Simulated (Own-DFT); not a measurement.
Simulation results for SiC (4H silicon carbide, atoms displaced)

Computed with Own-DFT development build. A calculation, not a measurement: plane-wave PBE density functional theory by an unreviewed code, no spin, of a simulated periodic cell, stress positive in tension, free energy of the whole cell less one offset for each atom, forces on such cells passed a denser k mesh, this cell's mesh not checked; offsets are fitted by least squares, one for each functional and potential file, so energies compare only between cells with the same atoms and settings and are not formation energies; the far tail of each file's local potential was reset to the Coulomb form; each entry is a single point on an unrelaxed cell, so the pressure reflects the starting lattice, mostly measured values (interpolated for alloys), from which strain is counted, and rises with the displacements; printed positions are rounded, which can move forces by about a meV/angstrom; the program, named Own-DFT, is a retired in-house code; no spin-orbit coupling.

Settings shared by all entries: functional PBE; potential files PseudoDojo norm-conserving, scalar-relativistic, standard set; wave cutoff 42 hartree; occupations Fermi-Dirac; smearing width 0.1 eV; hardware one NVIDIA H200; k mesh 3 x 3 x 3 centred on Gamma.

```yaml
- entry: 1
  formula: SiC
  kind: "4H silicon carbide, atoms displaced"
  structure:
    cell_angstrom: [[12.3308, 0.0, 0.0], [-6.1654, 10.6788, 0.0], [0.0, 0.0, 10.0681]]
    atoms_fractional:
      - [Si, 0.00021, 0.99751, 0.41351]
      - [Si, 0.07752, 0.17079, 0.1584]
      - [C, 0.00034, 0.0063, 0.09914]
      - [C, 0.09268, 0.17022, 0.33923]
      - [Si, 0.00301, 0.26097, 0.39892]
      - [Si, 0.08056, 0.41787, 0.14751]
      - [C, 0.00421, 0.25184, 0.09467]
      - [C, 0.07932, 0.40884, 0.34063]
      - [Si, 0.00083, 0.4983, 0.41377]
      - [Si, 0.08488, 0.66933, 0.15292]
      - [C, 0.007, 0.50399, 0.08969]
      - [C, 0.08338, 0.67442, 0.33949]
      - [Si, 0.99831, 0.75475, 0.40446]
      - [Si, 0.07945, 0.91499, 0.15931]
      - [C, 0.99388, 0.75647, 0.09577]
      - [C, 0.09358, 0.92117, 0.35139]
      - [Si, 0.24834, 0.00341, 0.40258]
      - [Si, 0.3271, 0.16923, 0.15164]
      - [C, 0.25318, 0.00632, 0.09795]
      - [C, 0.33197, 0.16422, 0.35294]
      - [Si, 0.24299, 0.24383, 0.40355]
      - [Si, 0.33658, 0.4249, 0.16377]
      - [C, 0.25382, 0.25222, 0.09372]
      - [C, 0.3355, 0.41097, 0.33464]
      - [Si, 0.24853, 0.50073, 0.40857]
      - [Si, 0.33487, 0.66711, 0.16129]
      - [C, 0.23511, 0.48729, 0.08919]
      - [C, 0.33386, 0.67093, 0.34473]
      - [Si, 0.26127, 0.75523, 0.40383]
      - [Si, 0.33628, 0.9196, 0.15492]
      - [C, 0.24239, 0.74077, 0.08913]
      - [C, 0.33669, 0.92286, 0.33434]
      - [Si, 0.49831, 0.99309, 0.40686]
      - [Si, 0.58503, 0.16579, 0.14808]
      - [C, 0.49711, 0.99956, 0.08745]
      - [C, 0.58317, 0.17953, 0.3464]
      - [Si, 0.49932, 0.24863, 0.40715]
      - [Si, 0.56895, 0.41118, 0.16005]
      - [C, 0.49993, 0.25744, 0.08493]
      - [C, 0.58345, 0.41286, 0.34405]
      - [Si, 0.50673, 0.51775, 0.41455]
      - [Si, 0.58181, 0.6772, 0.16067]
      - [C, 0.49382, 0.5044, 0.09913]
      - [C, 0.59395, 0.67818, 0.35218]
      - [Si, 0.49958, 0.74687, 0.4008]
      - [Si, 0.57574, 0.91498, 0.15462]
      - [C, 0.5138, 0.74977, 0.0956]
      - [C, 0.57683, 0.90716, 0.34675]
      - [Si, 0.74824, 0.99498, 0.39933]
      - [Si, 0.82519, 0.15928, 0.1564]
      - [C, 0.74237, 0.9964, 0.0822]
      - [C, 0.82903, 0.16204, 0.34763]
      - [Si, 0.74533, 0.25033, 0.40579]
      - [Si, 0.83645, 0.42081, 0.14982]
      - [C, 0.75954, 0.25739, 0.09579]
      - [C, 0.81844, 0.40244, 0.3442]
      - [Si, 0.75468, 0.51075, 0.40609]
      - [Si, 0.82723, 0.67387, 0.15671]
      - [C, 0.75145, 0.498, 0.09365]
      - [C, 0.84081, 0.66409, 0.3509]
      - [Si, 0.74859, 0.75172, 0.40353]
      - [Si, 0.82918, 0.91226, 0.15708]
      - [C, 0.7447, 0.74663, 0.09082]
      - [C, 0.83393, 0.91978, 0.3406]
      - [Si, 0.00033, 0.99947, 0.91014]
      - [Si, 0.92422, 0.8392, 0.66581]
      - [C, 0.99571, 0.00418, 0.58822]
      - [C, 0.91673, 0.82285, 0.85251]
      - [Si, 0.99652, 0.74964, 0.90227]
      - [Si, 0.91261, 0.58077, 0.65452]
      - [C, 0.0136, 0.76575, 0.58957]
      - [C, 0.91879, 0.59334, 0.84374]
      - [Si, 0.0007, 0.49741, 0.91187]
      - [Si, 0.9174, 0.33788, 0.66342]
      - [C, 0.0002, 0.4983, 0.59112]
      - [C, 0.92919, 0.33351, 0.84108]
      - [Si, 0.01373, 0.25194, 0.91177]
      - [Si, 0.9132, 0.07594, 0.66546]
      - [C, 0.993, 0.25355, 0.58416]
      - [C, 0.92382, 0.08503, 0.84048]
      - [Si, 0.74884, 0.99548, 0.92437]
      - [Si, 0.67578, 0.83781, 0.66455]
      - [C, 0.75349, 0.00227, 0.59539]
      - [C, 0.6651, 0.83047, 0.84267]
      - [Si, 0.76039, 0.74622, 0.90466]
      - [Si, 0.66639, 0.58284, 0.65444]
      - [C, 0.75608, 0.75606, 0.58894]
      - [C, 0.67774, 0.58832, 0.8462]
      - [Si, 0.75207, 0.50203, 0.89833]
      - [Si, 0.65678, 0.32207, 0.6507]
      - [C, 0.75563, 0.51299, 0.5928]
      - [C, 0.67013, 0.33616, 0.85362]
      - [Si, 0.74183, 0.24286, 0.91001]
      - [Si, 0.661, 0.08181, 0.64884]
      - [C, 0.75002, 0.249, 0.59149]
      - [C, 0.67422, 0.08609, 0.83771]
      - [Si, 0.49852, 0.00125, 0.89754]
      - [Si, 0.42143, 0.83994, 0.66131]
      - [C, 0.5059, 0.99568, 0.5945]
      - [C, 0.41114, 0.82859, 0.83908]
      - [Si, 0.49419, 0.74393, 0.91567]
      - [Si, 0.42385, 0.59198, 0.65838]
      - [C, 0.4957, 0.74249, 0.59229]
      - [C, 0.41359, 0.57038, 0.84827]
      - [Si, 0.48698, 0.48464, 0.90088]
      - [Si, 0.39833, 0.32797, 0.65948]
      - [C, 0.50389, 0.49068, 0.58676]
      - [C, 0.41721, 0.33352, 0.84638]
      - [Si, 0.50402, 0.2454, 0.91127]
      - [Si, 0.40759, 0.07877, 0.64695]
      - [C, 0.49577, 0.23616, 0.60021]
      - [C, 0.4156, 0.08442, 0.838]
      - [Si, 0.24581, 0.99477, 0.90863]
      - [Si, 0.15988, 0.82827, 0.65835]
      - [C, 0.25749, 0.00028, 0.58521]
      - [C, 0.17221, 0.83573, 0.83806]
      - [Si, 0.24406, 0.73725, 0.90183]
      - [Si, 0.16113, 0.57502, 0.64731]
      - [C, 0.25197, 0.75409, 0.58154]
      - [C, 0.16271, 0.57269, 0.84293]
      - [Si, 0.24542, 0.48793, 0.9013]
      - [Si, 0.17596, 0.34489, 0.65752]
      - [C, 0.25736, 0.50286, 0.60083]
      - [C, 0.16577, 0.33328, 0.83564]
      - [Si, 0.25304, 0.24847, 0.89915]
      - [Si, 0.16189, 0.07499, 0.65131]
      - [C, 0.25872, 0.26178, 0.59469]
      - [C, 0.16174, 0.07479, 0.84023]
  results:
    "free_energy_of_cell_above_offsets [eV]": "-2.213"
    "pressure [GPa]": 7.1
    "stress_xx [GPa]": -6.52
    "stress_yy [GPa]": -6.56
    "stress_zz [GPa]": -8.24
    "stress_yz [GPa]": 0.37
    "stress_xz [GPa]": -1.36
    "stress_xy [GPa]": -0.59
    force_element: [Si, Si, C, C, Si, Si, C, C, Si, Si, C, C, Si, Si, C, C, Si, Si, C, C, Si, Si, C, C, Si, Si, C, C, Si, Si, C, C, Si, Si, C, C, Si, Si, C, C, Si, Si, C, C, Si, Si, C, C, Si, Si, C, C, Si, Si, C, C, Si, Si, C, C, Si, Si, C, C, Si, Si, C, C, Si, Si, C, C, Si, Si, C, C, Si, Si, C, C, Si, Si, C, C, Si, Si, C, C, Si, Si, C, C, Si, Si, C, C, Si, Si, C, C, Si, Si, C, C, Si, Si, C, C, Si, Si, C, C, Si, Si, C, C, Si, Si, C, C, Si, Si, C, C, Si, Si, C, C]
    "force_x [eV/angstrom]": [-0.102, 3.392, -0.273, -3.715, 0.35, -0.249, -2.311, -0.18, -1.514, -1.759, -1.993, 1.495, 2.74, 0.59, 1.558, -3.991, 3.034, 2.108, -0.498, -0.381, 2.818, -1.198, -2.434, -1.084, 0.974, -0.77, 3.156, 1.666, -3.762, -1.275, 1.863, 0.486, -0.847, -0.908, 0.716, 2.403, -1.864, 2.14, 0.128, -1.123, 0.866, 5.568, 1.395, -2.193, -0.55, 0.964, -7.35, 0.469, -0.455, 1.017, 0.144, -0.126, 0.774, -0.19, -0.982, 1.863, 0.196, 2.685, -1.873, -3.408, 3.292, 0.325, -0.581, 1.045, -0.042, -0.709, 1.711, -1.46, 3.57, 1.404, -3.365, 1.639, -0.606, 0.432, -1.295, -2.075, -2.628, -1.235, 2.127, -0.656, 0.296, -1.428, -0.867, 0.688, -4.208, 0.095, 0.111, -2.77, 0.542, 1.226, -0.026, -0.143, 2.328, 3.435, -0.585, -1.307, 0.698, 0.004, -3.099, 0.823, 1.29, 0.618, 0.614, -1.534, 2.451, 7.783, -1.765, 0.631, -1.25, 3.283, -2.013, -0.167, 0.914, 3.791, -3.562, -0.867, -0.253, 0.949, 0.249, 0.083, -0.28, -1.95, -0.667, 2.103, -1.045, 0.665, -5.362, 0.384]
    "force_y [eV/angstrom]": [1.213, -0.271, -1.34, -1.681, -5.458, -0.941, -0.421, 5.3, -0.022, -0.264, -0.131, -1.411, 0.509, 1.962, -1.224, -1.365, -0.227, 0.045, -1.998, 1.313, 2.471, -1.994, 0.635, 2.109, -1.143, -1.341, 2.815, -1.888, 0.79, -0.765, 2.446, -0.871, 2.118, 1.816, 0.018, -4.282, 1.062, 2.316, -2.553, 2.138, -4.479, -4.672, 0.505, -1.611, 0.142, 0.298, 2.472, 1.971, 1.014, 1.483, 0.045, 0.26, -1.563, 0.173, -2.361, 5.052, -4.808, -2.971, 1.404, 2.89, 1.517, 0.991, 1.381, -1.096, -0.296, -1.158, -0.894, 4.503, 0.29, 2.123, -3.164, -3.132, 0.122, -1.851, 0.387, -0.236, -1.059, 3.163, -0.099, -0.818, 0.47, -0.582, -0.985, -0.12, 0.056, 1.223, -0.508, -2.129, -0.187, 2.03, -2.98, -1.063, 1.803, 1.327, 0.391, -1.625, -0.321, -3.117, 0.216, 0.01, -0.1, -2.85, 3.42, 2.377, 4.543, 2.463, 1.477, -3.162, 0.99, -0.109, 2.887, -0.761, 1.129, 1.97, -1.769, -1.744, 1.209, 2.545, -0.72, 0.931, 2.112, -3.155, 0.971, -1.364, -0.628, 1.746, -4.558, 0.836]
    "force_z [eV/angstrom]": [-3.256, -0.093, -0.647, 1.055, 2.254, 2.228, -0.269, -1.119, -3.519, 0.961, 1.211, 0.93, 0.775, 0.354, -0.955, -1.793, 0.532, 1.64, -1.032, -2.052, 0.971, -3.327, -1.15, 4.577, -0.639, -1.941, 0.258, -0.568, -0.809, -1.084, 0.088, 1.869, -0.346, 1.807, -0.159, -1.769, 1.339, -0.282, 2.467, 0.873, -2.926, 1.055, -1.02, -2.38, 2.776, 0.166, -0.927, -1.659, 2.326, 0.299, 9.265, -1.592, 0.531, 2.028, -0.941, -0.704, 0.003, 0.514, -0.505, -2.452, 1.623, -0.975, 0.641, 0.062, 0.146, -2.026, 2.572, -2.118, 2.23, 0.368, 0.22, -0.661, -2.458, -1.938, 1.26, 2.313, -1.573, -3.0, 1.697, 3.315, -10.82, -2.402, -0.747, 2.498, 0.651, 0.738, 1.436, -1.438, 2.43, 1.51, -0.409, -2.299, -0.88, 1.386, 0.568, 1.159, -0.07, -2.249, -1.115, 2.543, -2.858, 0.697, -0.279, -0.794, 2.902, 0.909, 3.058, -1.634, -2.639, 2.333, -1.734, 0.643, -0.223, -1.4, 0.551, 1.762, -0.245, 1.584, 3.016, -1.029, 1.039, -1.797, -2.058, 1.288, 1.533, 0.111, -2.276, 0.109]
    "wall_time [s]": 549.1
- entry: 2
  formula: SiC
  kind: "4H silicon carbide, atoms displaced"
  structure:
    cell_angstrom: [[12.3308, 0.0, 0.0], [-6.1654, 10.6788, 0.0], [0.0, 0.0, 10.0681]]
    atoms_fractional:
      - [Si, 0.00059, 0.99715, 0.40538]
      - [Si, 0.08877, 0.17546, 0.15945]
      - [C, 0.99552, 0.99284, 0.0935]
      - [C, 0.09182, 0.16602, 0.34329]
      - [Si, 0.99379, 0.24987, 0.40345]
      - [Si, 0.07757, 0.41336, 0.14124]
      - [C, 0.00323, 0.25261, 0.0919]
      - [C, 0.07317, 0.41504, 0.34624]
      - [Si, 0.00636, 0.4956, 0.38897]
      - [Si, 0.07753, 0.66107, 0.15675]
      - [C, 0.00349, 0.49905, 0.09126]
      - [C, 0.0951, 0.66779, 0.35078]
      - [Si, 0.99776, 0.74568, 0.41598]
      - [Si, 0.07619, 0.90733, 0.15523]
      - [C, 0.99712, 0.75226, 0.08409]
      - [C, 0.07907, 0.92167, 0.3365]
      - [Si, 0.24998, 0.99814, 0.41091]
      - [Si, 0.33, 0.16593, 0.14887]
      - [C, 0.24988, 0.00227, 0.09038]
      - [C, 0.33486, 0.16567, 0.34718]
      - [Si, 0.25364, 0.24938, 0.4043]
      - [Si, 0.33008, 0.41089, 0.15752]
      - [C, 0.2549, 0.25735, 0.09685]
      - [C, 0.33265, 0.41862, 0.35076]
      - [Si, 0.26089, 0.50385, 0.39607]
      - [Si, 0.33094, 0.66382, 0.15879]
      - [C, 0.24883, 0.51041, 0.08873]
      - [C, 0.34324, 0.66994, 0.34452]
      - [Si, 0.23902, 0.74806, 0.40934]
      - [Si, 0.3342, 0.92349, 0.17235]
      - [C, 0.23963, 0.75239, 0.09929]
      - [C, 0.33785, 0.92429, 0.34083]
      - [Si, 0.49784, 0.99738, 0.39291]
      - [Si, 0.58155, 0.16674, 0.15768]
      - [C, 0.50445, 0.0058, 0.0972]
      - [C, 0.57818, 0.16989, 0.33684]
      - [Si, 0.49977, 0.24799, 0.40835]
      - [Si, 0.58358, 0.41316, 0.16506]
      - [C, 0.49785, 0.2529, 0.08542]
      - [C, 0.58232, 0.42991, 0.34894]
      - [Si, 0.49395, 0.49564, 0.40699]
      - [Si, 0.57866, 0.67194, 0.16219]
      - [C, 0.49861, 0.5006, 0.09938]
      - [C, 0.58891, 0.67721, 0.34709]
      - [Si, 0.49783, 0.7431, 0.39336]
      - [Si, 0.58357, 0.91347, 0.15622]
      - [C, 0.50025, 0.75376, 0.09583]
      - [C, 0.5809, 0.91864, 0.34678]
      - [Si, 0.75386, 0.00112, 0.40572]
      - [Si, 0.83104, 0.1636, 0.16]
      - [C, 0.74577, 0.99732, 0.09445]
      - [C, 0.83723, 0.16221, 0.3435]
      - [Si, 0.74591, 0.2455, 0.40703]
      - [Si, 0.82983, 0.40725, 0.14197]
      - [C, 0.763, 0.25719, 0.09022]
      - [C, 0.83027, 0.42564, 0.33519]
      - [Si, 0.74363, 0.49928, 0.40847]
      - [Si, 0.83317, 0.6593, 0.1568]
      - [C, 0.74446, 0.49128, 0.10215]
      - [C, 0.82945, 0.66558, 0.3444]
      - [Si, 0.74655, 0.74506, 0.40908]
      - [Si, 0.84332, 0.92377, 0.1573]
      - [C, 0.7475, 0.74311, 0.09549]
      - [C, 0.84635, 0.90593, 0.33509]
      - [Si, 0.99245, 0.99854, 0.90443]
      - [Si, 0.91466, 0.83896, 0.66325]
      - [C, 0.0008, 0.99272, 0.59627]
      - [C, 0.92492, 0.84082, 0.84674]
      - [Si, 0.00916, 0.7552, 0.90478]
      - [Si, 0.91813, 0.57962, 0.66488]
      - [C, 0.99284, 0.74606, 0.58916]
      - [C, 0.91685, 0.58485, 0.84937]
      - [Si, 0.98501, 0.49691, 0.89533]
      - [Si, 0.92171, 0.33629, 0.65099]
      - [C, 0.00362, 0.50135, 0.5951]
      - [C, 0.91701, 0.32727, 0.8382]
      - [Si, 0.00562, 0.24877, 0.89694]
      - [Si, 0.91736, 0.08689, 0.66677]
      - [C, 0.00387, 0.24634, 0.59836]
      - [C, 0.91954, 0.08627, 0.82905]
      - [Si, 0.75243, 0.98998, 0.91146]
      - [Si, 0.67286, 0.84212, 0.65949]
      - [C, 0.74996, 0.99829, 0.59912]
      - [C, 0.66757, 0.8273, 0.82666]
      - [Si, 0.74869, 0.74441, 0.90693]
      - [Si, 0.66409, 0.57977, 0.65296]
      - [C, 0.74558, 0.73829, 0.59783]
      - [C, 0.66749, 0.58129, 0.85273]
      - [Si, 0.74373, 0.49833, 0.90531]
      - [Si, 0.66974, 0.33483, 0.65985]
      - [C, 0.74464, 0.49296, 0.59209]
      - [C, 0.66714, 0.32825, 0.83892]
      - [Si, 0.74379, 0.25488, 0.91104]
      - [Si, 0.65936, 0.08395, 0.65098]
      - [C, 0.74955, 0.25181, 0.58678]
      - [C, 0.67186, 0.08446, 0.8558]
      - [Si, 0.4999, 0.00152, 0.91441]
      - [Si, 0.41919, 0.83514, 0.65985]
      - [C, 0.49249, 0.99624, 0.59584]
      - [C, 0.41288, 0.83021, 0.84595]
      - [Si, 0.50516, 0.75434, 0.90786]
      - [Si, 0.40998, 0.58049, 0.65392]
      - [C, 0.50461, 0.74722, 0.60046]
      - [C, 0.42021, 0.58485, 0.85129]
      - [Si, 0.50403, 0.50703, 0.89765]
      - [Si, 0.41936, 0.32896, 0.6599]
      - [C, 0.49242, 0.49608, 0.59545]
      - [C, 0.42084, 0.33717, 0.84224]
      - [Si, 0.4901, 0.24191, 0.9236]
      - [Si, 0.42044, 0.08506, 0.65681]
      - [C, 0.50482, 0.24978, 0.60287]
      - [C, 0.42036, 0.08477, 0.84911]
      - [Si, 0.2504, 0.00884, 0.90787]
      - [Si, 0.1575, 0.83127, 0.65923]
      - [C, 0.24453, 0.00414, 0.58383]
      - [C, 0.15779, 0.81729, 0.83794]
      - [Si, 0.24275, 0.74727, 0.90645]
      - [Si, 0.1729, 0.57859, 0.65735]
      - [C, 0.25736, 0.75721, 0.59929]
      - [C, 0.1739, 0.58786, 0.84988]
      - [Si, 0.25395, 0.50079, 0.90768]
      - [Si, 0.1631, 0.33971, 0.65911]
      - [C, 0.24948, 0.50043, 0.59341]
      - [C, 0.17037, 0.3286, 0.84623]
      - [Si, 0.24732, 0.24216, 0.91285]
      - [Si, 0.16866, 0.08139, 0.66334]
      - [C, 0.2538, 0.253, 0.58439]
      - [C, 0.1576, 0.0828, 0.83841]
  results:
    "pressure [GPa]": null
```

## Withheld values
1. What pressure does the calculation give for SiC (4H silicon carbide, atoms displaced) (entry 2)?

Calculated values
1. 6.71 GPa

Further results for SiC (4H silicon carbide, atoms displaced) (entry 2):

* free energy of cell above offsets: -3.779 eV
* stress xx: -5.95 GPa
* stress yy: -5.44 GPa
* stress zz: -8.74 GPa
* stress yz: -1.04 GPa
* stress xz: -0.14 GPa
* stress xy: 0.55 GPa
* wall time: 528.8 s

Force:
| element | x (eV/Å) | y (eV/Å) | z (eV/Å) |
| --- | --- | --- | --- |
| Si | 0.133 | 1.241 | 1.173 |
| Si | 0.006 | -2.109 | -0.286 |
| C | 1.286 | 3.227 | -1.503 |
| C | -2.468 | 0.374 | 0.185 |
| Si | 3.488 | 0.241 | 1.321 |
| Si | 1.292 | 1.404 | 2.12 |
| C | -0.333 | -1.968 | -0.831 |
| C | 6.372 | -2.309 | -2.983 |
| Si | -6.469 | 2.98 | 3.894 |
| Si | 0.01 | 1.18 | 0.075 |
| C | -2.729 | -0.066 | -1.235 |
| C | -5.717 | -2.415 | -2.748 |
| Si | -0.576 | 0.486 | -3.362 |
| Si | 0.297 | 2.086 | -0.215 |
| C | 0.89 | -2.185 | 2.116 |
| C | 3.475 | -2.227 | 1.473 |
| Si | -1.342 | 0.657 | -2.876 |
| Si | 0.533 | 0.123 | 2.32 |
| C | -0.638 | -0.547 | 0.785 |
| C | 0.252 | 0.198 | -1.414 |
| Si | -0.312 | 0.018 | 0.661 |
| Si | 0.038 | 4.091 | 0.236 |
| C | -0.515 | -2.803 | -0.86 |
| C | 1.057 | -1.762 | -2.4 |
| Si | -3.751 | -0.188 | 2.168 |
| Si | -1.201 | 2.286 | -0.659 |
| C | 1.196 | -3.343 | 1.433 |
| C | -3.602 | -1.354 | -0.907 |
| Si | 6.238 | 3.123 | 2.048 |
| Si | -0.093 | -1.166 | -5.828 |
| C | 2.283 | 0.643 | -0.295 |
| C | -1.307 | -1.957 | 3.576 |
| Si | -0.15 | 1.388 | 2.873 |
| Si | 0.544 | 1.118 | -1.492 |
| C | -0.467 | -1.414 | 0.81 |
| C | 1.86 | -0.649 | 1.363 |
| Si | -1.075 | 1.441 | 0.894 |
| Si | -1.858 | 1.388 | -1.118 |
| C | 0.804 | -0.46 | 6.921 |
| C | 1.735 | -3.737 | -0.572 |
| Si | -0.591 | 2.514 | 1.223 |
| Si | 2.514 | -1.464 | -1.03 |
| C | 0.109 | -0.05 | -0.559 |
| C | 0.225 | -2.776 | -0.754 |
| Si | 0.597 | 3.51 | 4.474 |
| Si | -1.103 | 1.338 | 0.712 |
| C | -0.409 | -0.541 | -0.545 |
| C | 1.944 | -0.656 | -1.034 |
| Si | 0.466 | -2.063 | 0.616 |
| Si | 0.906 | 0.511 | -1.722 |
| C | 1.84 | 0.23 | 0.6 |
| C | -2.387 | 0.169 | -0.085 |
| Si | -0.06 | 1.897 | -1.644 |
| Si | 0.091 | 4.666 | 3.572 |
| C | -1.863 | -4.341 | 0.462 |
| C | 1.923 | -2.207 | 0.425 |
| Si | 1.428 | 0.75 | -0.53 |
| Si | -1.273 | 0.751 | 0.016 |
| C | 0.651 | 0.559 | -2.399 |
| C | 1.396 | -0.557 | 0.272 |
| Si | 1.342 | 1.072 | 0.194 |
| Si | -2.015 | -3.168 | -0.414 |
| C | -0.658 | 1.283 | -0.329 |
| C | -3.871 | 1.302 | 2.244 |
| Si | 0.847 | 0.888 | 0.708 |
| Si | 0.647 | -2.671 | -1.246 |
| C | -1.278 | 2.384 | -0.586 |
| C | -0.88 | -2.456 | -0.196 |
| Si | -2.922 | -1.308 | 0.058 |
| Si | -0.924 | 0.33 | -2.353 |
| C | 0.396 | 0.178 | 3.499 |
| C | -2.619 | 0.739 | -0.74 |
| Si | 5.239 | -0.905 | 1.856 |
| Si | -0.586 | -0.936 | 0.334 |
| C | 0.308 | -0.086 | -0.795 |
| C | -1.283 | 1.014 | 0.553 |
| Si | -1.481 | 0.361 | 1.313 |
| Si | 0.692 | -1.438 | -7.033 |
| C | -1.855 | 0.727 | -1.629 |
| C | -0.219 | -1.074 | 7.975 |
| Si | -1.519 | 1.679 | -2.024 |
| Si | -0.173 | -3.49 | -4.104 |
| C | -0.201 | 2.167 | -1.649 |
| C | 0.228 | 0.652 | 6.844 |
| Si | 0.461 | 1.221 | 0.434 |
| Si | -0.426 | -1.092 | 1.166 |
| C | -0.261 | 3.392 | -0.55 |
| C | -0.256 | 0.45 | -2.631 |
| Si | 1.418 | -1.103 | 1.24 |
| Si | -0.017 | -0.864 | -1.154 |
| C | 0.631 | 1.351 | 1.103 |
| C | -2.097 | 1.48 | 2.009 |
| Si | 3.768 | -2.177 | -1.614 |
| Si | 1.473 | -0.075 | 1.778 |
| C | 0.563 | -0.493 | 1.19 |
| C | -0.996 | -0.601 | -1.351 |
| Si | 1.057 | -0.967 | -1.248 |
| Si | 0.681 | -0.983 | -0.223 |
| C | 1.086 | 0.954 | -1.614 |
| C | 0.268 | 1.141 | 1.056 |
| Si | -0.893 | -0.652 | -0.945 |
| Si | 1.796 | 1.08 | 1.374 |
| C | -1.418 | 0.831 | -1.658 |
| C | -1.052 | 0.503 | -1.548 |
| Si | -0.106 | -2.039 | 2.836 |
| Si | -1.592 | 0.401 | -1.003 |
| C | 1.146 | 0.106 | -0.073 |
| C | -0.333 | -1.458 | 1.642 |
| Si | 0.838 | 2.167 | -8.069 |
| Si | -1.317 | -0.528 | 0.32 |
| C | -0.185 | -0.221 | -1.852 |
| C | -1.531 | -0.662 | -0.529 |
| Si | 0.701 | -2.176 | -0.956 |
| Si | 1.52 | 0.075 | -2.001 |
| C | 2.029 | -1.197 | 4.117 |
| C | 0.61 | 3.998 | 0.435 |
| Si | 2.109 | 0.536 | 1.168 |
| Si | -2.68 | 2.544 | 0.743 |
| C | -1.642 | -1.5 | -1.19 |
| C | -1.177 | -2.366 | -1.519 |
| Si | -0.445 | 0.056 | -0.379 |
| Si | 3.267 | -1.578 | -0.746 |
| C | 0.501 | -0.442 | -1.385 |
| C | -0.45 | 1.335 | -0.086 |
| Si | 0.41 | 2.282 | -1.85 |
| Si | -1.604 | 1.542 | -3.752 |
| C | -0.471 | -0.612 | 2.95 |
| C | 1.807 | -0.175 | 2.949 |
